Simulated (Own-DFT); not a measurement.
Simulation results for GaP (zincblende, strained, atoms displaced)

Computed with Own-DFT development build. A calculation, not a measurement: plane-wave PBE density functional theory by an unreviewed code, no spin, of a simulated periodic cell, stress positive in tension, free energy of the whole cell less one offset for each atom, forces on such cells passed a denser k mesh, this cell's mesh not checked; offsets are fitted by least squares, one for each functional and potential file, so energies compare only between cells with the same atoms and settings and are not formation energies; the far tail of each file's local potential was reset to the Coulomb form; each entry is a single point on an unrelaxed cell, so the pressure reflects the starting lattice, mostly measured values (interpolated for alloys), from which strain is counted, and rises with the displacements; printed positions are rounded, which can move forces by about a meV/angstrom; the program, named Own-DFT, is a retired in-house code; no spin-orbit coupling.

Common to all runs: functional PBE; potential files PseudoDojo norm-conserving, scalar-relativistic, standard set; wave cutoff 42 hartree; occupations Fermi-Dirac; smearing width 0.1 eV; hardware one NVIDIA H100; k mesh 3 x 3 x 3 centred on Gamma.

(1) 
```xyz
64
Lattice="10.8620 0.0000 0.0000 0.0000 10.8620 0.0000 0.0000 0.0000 10.9361" Properties=species:S:1:pos:R:3:force_x:R:1:force_y:R:1:force_z:R:1 formula=GaP free_energy_of_cell_above_offsets=-29.240 pressure=4.48 stress_xx=-4.21 stress_yy=-5.02 stress_zz=-4.2 stress_yz=0.91 stress_xz=0.16 stress_xy=-0.16 wall_time=557.2
Ga    10.8056    10.8171     0.0665      0.483      0.641     -0.508
Ga    10.7785     2.6737     2.7311      0.255      0.699     -0.079
Ga     2.7711    10.7961     2.7505     -0.876     -0.153     -0.178
Ga     2.8084     2.6604     0.0175     -1.575      0.655     -0.197
P      1.3329     1.3883     1.3774      0.358     -0.577     -0.032
P      1.3786     4.1635     4.0961     -1.414     -1.067      0.527
P      4.0156     1.3998     4.0027      0.802      0.475      0.951
P      4.0165     4.1220     1.3286      0.246      0.424      0.398
Ga     0.1297    10.7861     5.2859     -3.828      4.138      4.123
Ga     0.1104     2.8552     8.0441     -1.238     -2.416     -0.358
Ga     2.6318    10.7851     8.1328      1.284      0.481      0.449
Ga     2.5170     2.7131     5.5776       2.89      2.198     -3.025
P      1.5163     1.3424     6.7465     -3.312     -1.827      1.751
P      1.2194     4.1179     9.3891      1.991      0.197      2.583
P      4.0523     1.2794     9.6610       -0.6      0.245     -1.954
P      4.0740     4.0520     6.7838     -0.841      -0.25      0.435
Ga     0.0083     5.3855     0.0670      0.677      0.593     -0.431
Ga     0.0097     8.0358     2.6977      0.628      1.083     -0.678
Ga     2.7173     5.4942     2.8491      0.828     -0.654     -0.476
Ga     2.7576     8.1540     0.0095      0.235      0.868      0.213
P      1.5392     6.7783     1.4225     -1.771       0.09     -0.891
P      1.1278     9.5321     4.1566      5.123     -4.204     -3.894
P      4.0507     6.9281     4.0150     -0.516     -1.803      2.802
P      4.2682     9.4321     1.4981     -1.968      1.443     -1.896
Ga    10.6933     5.4057     5.4795      1.495     -0.221      0.149
Ga    10.7344     8.1132     8.1709      0.802      0.336     -0.216
Ga     2.6714     5.3824     8.1469      0.667      0.405      0.282
Ga     2.7364     8.1950     5.5654     -0.835     -0.188     -0.858
P      1.3769     6.7031     6.7957     -0.763      0.837      0.019
P      1.3854     9.5682     9.5467     -1.107     -1.298      0.689
P      4.0433     6.7470     9.6504     -0.619     -0.121     -1.087
P      4.0964     9.5419     6.8118      0.898      0.109      0.425
Ga     5.3862     0.0400    10.9156       1.66     -1.407      0.742
Ga     5.4567     2.7580     2.5632     -0.275       -0.4      0.553
Ga     8.1056    10.8505     2.8153     -0.157     -0.114     -0.847
Ga     8.1582     2.7729    10.8924      0.444     -0.981      0.083
P      6.8676     1.3472     1.3161     -0.355     -0.097       0.07
P      6.7950     4.0616     4.0259      0.297       0.22      0.523
P      9.4223     1.3026     4.0923      1.127      0.735      0.609
P      9.4324     4.1294     1.3001      0.685     -0.574      1.109
Ga     5.5698     0.0784     5.3773     -1.659      0.399      0.414
Ga     5.2954     2.6832     8.1802       1.03     -0.152      0.585
Ga     8.0482     0.1168     8.2726      1.111     -1.032      -0.31
Ga     8.1814     2.7029     5.4913     -0.855      -0.22     -0.695
P      6.8056     1.3496     6.8515     -0.776      0.912     -0.055
P      6.8214     4.0120     9.5952      -1.35      1.012     -1.111
P      9.5276     1.3680     9.5471      0.544      0.525     -0.104
P      9.4224     4.0344     6.8330       0.13      0.639     -0.018
Ga     5.4067     5.4773    10.9314      0.975     -0.668       0.35
Ga     5.3703     8.1018     2.8161      3.151      0.466     -0.402
Ga     8.3304     5.4866     2.8393     -1.523     -0.033     -0.907
Ga     8.1296     8.1436     0.0102      1.678     -0.088      0.252
P      6.8219     6.8862     1.2943     -0.551     -1.288      1.813
P      6.8890     9.5244     4.2452     -1.727      -0.17     -2.304
P      9.6314     6.8498     4.1096     -1.599      0.053      0.783
P      9.4938     9.5302     1.4584     -0.193     -0.913      -0.39
Ga     5.4910     5.3505     5.5762     -0.076      0.643     -1.537
Ga     5.3648     8.1352     8.3731      0.171      0.175     -1.035
Ga     8.0959     5.4944     8.1426      0.423     -1.057      1.193
Ga     8.0723     8.1825     5.4453      1.507     -1.353      1.341
P      6.7539     6.7662     6.8922     -0.431      1.075     -0.599
P      6.9513     9.3699     9.5409     -1.844      1.787     -0.219
P      9.5165     6.7013     9.5879     -0.205      0.615      0.205
P      9.4656     9.5713     6.7391      0.246       0.15      0.869
```

Units: free_energy_of_cell_above_offsets in eV; pressure, stress_xx, stress_yy, stress_zz, stress_yz, stress_xz, stress_xy in GPa; wall_time in s; force_x, force_y, force_z in eV/Å.

(2) 
```xyz
64
Lattice="10.8620 0.0000 0.0000 0.0000 10.8620 0.0000 0.0000 0.0000 10.9361" Properties=species:S:1:pos:R:3:force_x:R:1:force_y:R:1:force_z:R:1 formula=GaP free_energy_of_cell_above_offsets=-27.852 pressure=4.79 stress_xx=-4.88 stress_yy=-5.06 stress_zz=-4.43 stress_yz=-0.56 stress_xz=0.76 stress_xy=-0.25 wall_time=560
Ga     0.1609    10.7639    10.8866     -3.154       1.55      1.626
Ga     0.0563     2.6918     2.7077      -0.68      0.341     -1.069
Ga     2.6856     0.0325     2.6299      2.476     -1.156      2.192
Ga     2.7311     2.6050     0.1277     -0.393       0.93     -0.878
P      1.3633     1.1850     1.4363     -1.033      2.317     -1.542
P      1.3210     4.1187     4.0020      0.446     -1.255      0.653
P      4.1555     1.4345     4.2619      0.328     -0.918     -2.217
P      4.1144     4.1202     1.2895     -1.198     -1.203      1.989
Ga    10.8148     0.0125     5.3534      0.223      0.588      0.158
Ga    10.7973     2.6836     8.1978      0.347      0.647     -0.014
Ga     2.7792     0.0987     8.3319     -0.612     -1.588     -0.871
Ga     2.6446     2.6344     5.3638     -0.502      1.022      1.162
P      1.3873     1.2020     6.8428     -0.668      1.461     -0.156
P      1.4052     4.1763     9.5682     -0.597     -0.801      0.743
P      4.1375     1.3171     9.6295     -0.155      0.753      0.339
P      3.9834     4.2324     6.7266      0.873     -2.391      0.009
Ga    10.7275     5.5951     0.1939      0.022     -1.303     -2.093
Ga     0.0013     8.1049     2.8649      0.587      1.481     -1.241
Ga     2.6119     5.4712     2.7272       2.14     -0.798      0.139
Ga     2.8065     8.1717    10.8911     -1.688      0.229       0.89
P      1.2784     6.6816     1.4979      0.559      2.566     -1.047
P      1.3608     9.6009     4.0700      0.422     -1.333       0.29
P      4.0544     6.8230     4.0764     -0.421     -0.214     -0.085
P      4.1691     9.5393     1.3014     -2.062     -1.376      1.946
Ga     0.0926     5.4190     5.4093     -0.726      0.652      0.583
Ga    10.8514     8.1490     8.1651     -1.175     -0.377      0.278
Ga     2.8922     5.4128     8.2194     -1.015      0.636      1.242
Ga     2.6536     8.0589     5.4921     -0.167      0.899      0.214
P      1.3400     6.7121     6.9936      0.298      0.182     -1.173
P      1.1856     9.4599     9.5799      3.211     -0.958     -1.192
P      4.1345     6.8759     9.6547      -0.57     -1.677     -0.362
P      4.0775     9.5110     6.8279     -0.426     -0.222      0.707
Ga     5.3572    10.8092     0.0755      2.185      1.097     -1.486
Ga     5.5741     2.7024     2.6478     -1.333      0.513      0.842
Ga     7.9598    10.8267     2.7850      2.375       0.98     -1.353
Ga     8.1743     2.7319     0.0354     -3.708       -1.4     -1.859
P      6.7893     1.3345     1.3444      0.096     -0.186     -0.555
P      6.7744     3.9648     4.1672      0.128       1.72     -0.268
P      9.5073     1.4551     4.0104     -0.689     -0.904      0.672
P      9.4221     3.9269     1.1153      2.933      2.837       4.09
Ga     5.4969    10.8467     5.5475      0.156      0.009     -0.281
Ga     5.5313     2.6168     8.2695     -1.119      0.813     -0.801
Ga     8.0538     0.0387     8.1772      1.286     -0.983      1.985
Ga     8.2355     2.7666     5.4996     -0.434     -0.427     -0.196
P      6.9125     1.3506     6.9377     -1.343      1.062     -2.231
P      6.6793     4.1090     9.5421      1.538       -0.5     -0.103
P      9.3269     1.4374     9.6331      2.149     -1.622     -1.097
P      9.4114     4.2513     6.7616      1.764     -1.326      0.149
Ga     5.3634     5.3139    10.8951      0.927      1.972       0.14
Ga     5.4197     8.1714     2.7872     -0.343     -0.679     -1.211
Ga     8.2341     5.4113     2.7116      -1.25      -0.78     -0.554
Ga     8.1421     8.0734    10.8441     -0.933      2.198      2.528
P      6.7577     6.8568     1.3153     -0.147     -1.233      0.567
P      6.7587     9.4875     3.9673     -0.016     -0.477      3.257
P      9.5743     6.7500     3.9969     -0.875     -0.131      2.283
P      9.5309     9.4857     1.4224     -0.294     -0.013     -0.419
Ga     5.3835     5.5842     5.5524      0.552     -0.911     -1.183
Ga     5.3437     8.1668     8.3367      1.354      1.192     -1.112
Ga     8.1622     5.4185     8.1775     -1.339      0.589      0.549
Ga     8.2427     8.1719     5.6297     -0.134      0.165     -1.187
P      6.7428     6.8613     6.8527      0.428      0.222       0.85
P      6.8671     9.5302     9.6484     -1.152      0.182      -0.65
P      9.3096     6.8081     9.6444      2.877     -1.332     -2.101
P      9.5696     9.7048     6.9078     -0.329     -1.331     -0.485
```

Units: free_energy_of_cell_above_offsets in eV; pressure, stress_xx, stress_yy, stress_zz, stress_yz, stress_xz, stress_xy in GPa; wall_time in s; force_x, force_y, force_z in eV/Å.

(3) 
```xyz
64
Lattice="10.8620 0.0000 0.0000 0.0000 10.8620 0.0000 0.0000 0.0000 10.9361" Properties=species:S:1:pos:R:3:force_x:R:1:force_y:R:1:force_z:R:1 formula=GaP free_energy_of_cell_above_offsets=-28.557 pressure=4.69 stress_xx=-4.57 stress_yy=-5.05 stress_zz=-4.44 stress_yz=1.52 stress_xz=-0.47 stress_xy=-1.22 wall_time=563.1
Ga     0.0058     0.0036     0.1528     -1.031     -0.257     -2.184
Ga     0.0410     2.6425     2.8754     -0.215      0.444     -1.456
Ga     2.5623     0.0192     2.5881      2.846      0.151       0.57
Ga     2.4617     2.7059     0.0805      2.783       0.29     -0.093
P      1.3402     1.2992     1.3097     -1.361      1.196      1.449
P      1.3359     3.9821     4.1667     -0.239      1.655     -0.237
P      4.1400     1.3812     3.9847     -1.413     -0.837      1.334
P      4.1196     3.9402     1.4008     -2.259      1.608     -1.043
Ga    10.7494    10.8565     5.5750      1.498      1.134      -1.48
Ga    10.8099     2.6523     8.3642      1.272      1.686     -2.008
Ga     2.7397    10.8579     8.3224      0.022      1.571     -0.638
Ga     2.6600     2.7857     5.5227       1.85     -0.146     -0.374
P      1.4539     1.4370     6.8455     -1.394     -1.192      1.014
P      1.4683     4.0832     9.6239     -1.514      0.667     -0.942
P      4.0236     1.3986     9.6508     -0.064      0.215     -0.178
P      4.1567     4.2014     6.8881     -2.118     -3.185      1.849
Ga    10.8362     5.4159    10.9049     -0.644     -0.295      0.327
Ga     0.2359     8.2284     2.7865     -2.014     -0.902     -0.179
Ga     2.7111     5.4201     2.7827     -0.021     -0.245     -0.223
Ga     2.8506     8.1572    10.9033     -1.331      0.337      0.634
P      1.2495     6.7595     1.3858      1.752     -0.059     -0.429
P      1.5257     9.5645     4.0191     -1.424      0.232      2.022
P      4.0617     6.7817     4.2054      0.322      0.155     -0.475
P      4.1403     9.5965     1.3177     -0.188     -0.216     -0.212
Ga    10.7556     5.5317     5.4627      2.077     -1.641      1.099
Ga    10.8145     8.2157     8.0332      1.538     -0.847      1.967
Ga     2.8379     5.4976     8.3006     -0.956     -1.243      -0.83
Ga     2.6811     8.2019     5.4928      0.611     -0.459      0.405
P      1.4492     6.7037     6.8943     -1.129      0.908     -0.641
P      1.4320     9.6690     9.6245     -1.439     -2.036       0.23
P      4.0723     6.7558     9.5826      1.172      1.222      0.538
P      3.9737     9.5766     6.9609      1.367     -0.913     -1.097
Ga     5.5290     0.1029    10.8708     -0.795     -1.558     -0.982
Ga     5.3528     2.8168     2.7786      1.942     -0.786      0.364
Ga     8.0051    10.8065     2.8045      0.776      0.467     -1.718
Ga     7.9998     2.6611     0.0527      2.231      1.164       -1.2
P      6.7241     1.3989     1.2122     -0.103     -0.733      3.483
P      6.7725     4.0533     4.1999     -0.282     -0.047      0.198
P      9.4290     1.3592     4.0085      0.279      -1.37      0.963
P      9.4270     3.9840     1.4479      0.674       0.24     -0.344
Ga     5.4752    10.7993     5.4501     -1.303      0.851      0.604
Ga     5.4653     2.5974     8.2454     -1.063       1.53      0.685
Ga     8.0423     0.0102     8.1920      1.652     -0.359      -0.18
Ga     8.2184     2.6109     5.4665     -0.972      0.757       0.55
P      6.7269     1.3156     6.9551      0.548     -0.181     -2.273
P      6.7689     4.0240     9.6036      0.041      0.859     -0.714
P      9.4719     1.3514     9.4707     -0.806     -1.075      2.185
P      9.4663     4.1303     6.7555      0.405     -0.922      1.315
Ga     5.3074     5.3774    10.9236      0.964     -0.614      0.412
Ga     5.3950     8.1869     2.6697     -0.075     -1.243      0.208
Ga     8.0934     5.4359     2.8293      0.524     -1.408      0.134
Ga     8.0754     8.1877     0.0177      1.282     -1.782      1.536
P      6.8234     6.5908     1.4137     -1.188       2.11     -1.003
P      6.7015     9.4825     4.0910      0.857     -1.043      0.564
P      9.4676     6.6468     4.1687     -0.321      3.191      -1.27
P      9.5864     9.4372     1.3338     -1.088      0.048      1.499
Ga     5.3775     5.3890     5.6964      1.613      1.428     -3.272
Ga     5.4641     8.1309     8.2192     -0.277      0.372      -0.07
Ga     8.1741     5.5039     8.1725       -0.2     -0.553      0.617
Ga     8.1530     8.1492     5.5753     -0.901      -1.08     -1.952
P      6.7471     6.7819     6.8198      0.437      0.553      0.654
P      7.0019     9.4092     9.5323     -2.792      1.107     -0.268
P      9.5018     6.8889     9.5845      0.233     -0.429     -0.507
P      9.4917     9.4343     6.7417     -0.647      1.503      1.067
```

Units: free_energy_of_cell_above_offsets in eV; pressure, stress_xx, stress_yy, stress_zz, stress_yz, stress_xz, stress_xy in GPa; wall_time in s; force_x, force_y, force_z in eV/Å.
